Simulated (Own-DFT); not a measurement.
GaP (zincblende, strained, atoms displaced) (calculated)

All values are calculated (Own-DFT development build). A calculation, not a measurement: plane-wave PBE density functional theory by an unreviewed code, no spin, of a simulated periodic cell, stress positive in tension, free energy of the whole cell less one offset for each atom, forces on such cells passed a denser k mesh, this cell's mesh not checked; offsets are fitted by least squares, one for each functional and potential file, so energies compare only between cells with the same atoms and settings and are not formation energies; the far tail of each file's local potential was reset to the Coulomb form; each entry is a single point on an unrelaxed cell, so the pressure reflects the starting lattice, mostly measured values (interpolated for alloys), from which strain is counted, and rises with the displacements; printed positions are rounded, which can move forces by about a meV/angstrom; the program, named Own-DFT, is a retired in-house code; no spin-orbit coupling.

Entry: GaP (zincblende, strained, atoms displaced)

```
CELL_PARAMETERS angstrom
10.86200 0.00000 0.00000
0.00000 10.86200 0.00000
0.00000 0.00000 10.93610
ATOMIC_POSITIONS crystal
Ga 0.99941 0.00835 0.00197
Ga 0.99694 0.25637 0.25066
Ga 0.26269 0.00353 0.23586
Ga 0.25072 0.25999 0.99536
P 0.12066 0.12243 0.11793
P 0.11372 0.37608 0.37213
P 0.37633 0.12214 0.37822
P 0.37450 0.36665 0.11778
Ga 0.98735 0.00358 0.50220
Ga 0.99207 0.24765 0.74221
Ga 0.24895 0.99467 0.74266
Ga 0.25039 0.24642 0.49019
P 0.11227 0.13626 0.63261
P 0.13258 0.38250 0.87920
P 0.37545 0.13579 0.88096
P 0.37379 0.37843 0.63743
Ga 0.00246 0.49705 0.01238
Ga 0.00715 0.74554 0.26041
Ga 0.25178 0.49005 0.25834
Ga 0.24393 0.75579 0.00407
P 0.13685 0.62814 0.12040
P 0.13010 0.88477 0.37332
P 0.37493 0.63249 0.36524
P 0.36676 0.87875 0.12277
Ga 0.98838 0.49207 0.49544
Ga 0.98933 0.74813 0.73649
Ga 0.25357 0.49012 0.75339
Ga 0.25435 0.75964 0.49403
P 0.10999 0.63678 0.62040
P 0.12257 0.85652 0.87345
P 0.38129 0.62758 0.87716
P 0.37262 0.87071 0.61432
Ga 0.50289 0.98919 0.00089
Ga 0.50609 0.25045 0.23763
Ga 0.74493 0.00878 0.26381
Ga 0.74687 0.25628 0.00265
P 0.62368 0.12069 0.12524
P 0.61862 0.37681 0.38325
P 0.87291 0.12787 0.38727
P 0.86484 0.37058 0.12104
Ga 0.50549 0.99953 0.50791
Ga 0.50721 0.25464 0.74887
Ga 0.74345 0.98584 0.75510
Ga 0.74555 0.23682 0.50164
P 0.62788 0.12518 0.64254
P 0.62369 0.36689 0.87572
P 0.87376 0.13362 0.86345
P 0.87118 0.38790 0.61932
Ga 0.51247 0.50470 0.99470
Ga 0.50173 0.74387 0.25778
Ga 0.75027 0.50109 0.24820
Ga 0.74627 0.75805 0.99466
P 0.61386 0.61212 0.12369
P 0.63428 0.86629 0.38118
P 0.88468 0.61891 0.36818
P 0.87719 0.87325 0.12581
Ga 0.50190 0.50079 0.49583
Ga 0.48938 0.75842 0.75261
Ga 0.75733 0.49921 0.75026
Ga 0.75644 0.74316 0.50279
P 0.62512 0.62737 0.61884
P 0.63646 0.87425 0.86779
P 0.86505 0.61659 0.86449
P 0.86618 0.87717 0.62140
```

```
functional                        : PBE
potential files                   : PseudoDojo norm-conserving, scalar-relativistic, standard set
wave cutoff                       : 42 hartree
occupations                       : Fermi-Dirac
smearing width                    : 0.1 eV
hardware                          : one NVIDIA H100
k mesh                            : 3 x 3 x 3 centred on Gamma
free energy of cell above offsets : -29.018 eV
pressure                          : 4.58 GPa
stress xx                         : -4.76 GPa
stress yy                         : -4.6 GPa
stress zz                         : -4.38 GPa
stress yz                         : -0.57 GPa
stress xz                         : 0.35 GPa
stress xy                         : -0.25 GPa
wall time                         : 572.9 s
```

Force:
| element | x (eV/Å) | y (eV/Å) | z (eV/Å) |
| --- | --- | --- | --- |
| Ga | -0.709 | -1.356 | -1.429 |
| Ga | -0.41 | -1.271 | -0.753 |
| Ga | -1.808 | 1.23 | 1.614 |
| Ga | -0.724 | -1.294 | 0.331 |
| P | 1.01 | 1.543 | 1.12 |
| P | 1.262 | -0.202 | 0.64 |
| P | 0.879 | 0.024 | -0.851 |
| P | 0.641 | 1.569 | 0.936 |
| Ga | 1.722 | -0.405 | 0.492 |
| Ga | -0.158 | 2.616 | 0.908 |
| Ga | -0.39 | 0.56 | 0.961 |
| Ga | -0.62 | 0.558 | 1.278 |
| P | 2.025 | -1.988 | -1.987 |
| P | -2.072 | -0.618 | -0.328 |
| P | 0.48 | -1.694 | -1.059 |
| P | 0.753 | -0.852 | -2.594 |
| Ga | -0.15 | 0.644 | -1.107 |
| Ga | 0.638 | 0.799 | -1.341 |
| Ga | 0.253 | 0.573 | -1.314 |
| Ga | 1.205 | -0.562 | -0.905 |
| P | -1.233 | -1.174 | 1.774 |
| P | -0.465 | 0.358 | -0.1 |
| P | -0.997 | -1.618 | 1.772 |
| P | 2.177 | -1.632 | -0.364 |
| Ga | 1.553 | 1.385 | 0.186 |
| Ga | -0.458 | 0.315 | 1.612 |
| Ga | -0.804 | 2.567 | 0.122 |
| Ga | -1.464 | -1.376 | -0.43 |
| P | 2.153 | -1.984 | -1.175 |
| P | -0.831 | 2.046 | -0.812 |
| P | -0.829 | -0.037 | 0.163 |
| P | 0.692 | 1.188 | 1.338 |
| Ga | -0.268 | 0.941 | -0.63 |
| Ga | -0.693 | 0.212 | 1.32 |
| Ga | 0.535 | -0.895 | -0.943 |
| Ga | -0.257 | -1.751 | -0.915 |
| P | 0.711 | -0.26 | -0.271 |
| P | 1.132 | -1.194 | -1.43 |
| P | 0.291 | 0.295 | -1.938 |
| P | 1.19 | 0.798 | 1.121 |
| Ga | 0.234 | 0.078 | -0.381 |
| Ga | -1.417 | -0.409 | 0.536 |
| Ga | 2.203 | 2.668 | -1.395 |
| Ga | -0.61 | 1.781 | 0.957 |
| P | -0.125 | -0.709 | -1.389 |
| P | 0.764 | 1.461 | -0.222 |
| P | -0.873 | -1.273 | 1.563 |
| P | -0.604 | -2.587 | 0.504 |
| Ga | -1.928 | -1.572 | -1.011 |
| Ga | 0.673 | 1.268 | -1.544 |
| Ga | -0.453 | -0.249 | 0.373 |
| Ga | 0.865 | -1.745 | 1.053 |
| P | 1.966 | 2.458 | 1.181 |
| P | -0.887 | 0.713 | -0.298 |
| P | -1.434 | 0.36 | 0.307 |
| P | -0.318 | 0.392 | 0.543 |
| Ga | -1.194 | 0.813 | 0.922 |
| Ga | 0.989 | -0.669 | -0.61 |
| Ga | -2.461 | -0.717 | -0.832 |
| Ga | 0.186 | -0.523 | -0.618 |
| P | -0.378 | -0.271 | 1.149 |
| P | -3.363 | -1.131 | 1.65 |
| P | 1.841 | 1.785 | 2.361 |
| P | 0.361 | 0.022 | 0.186 |
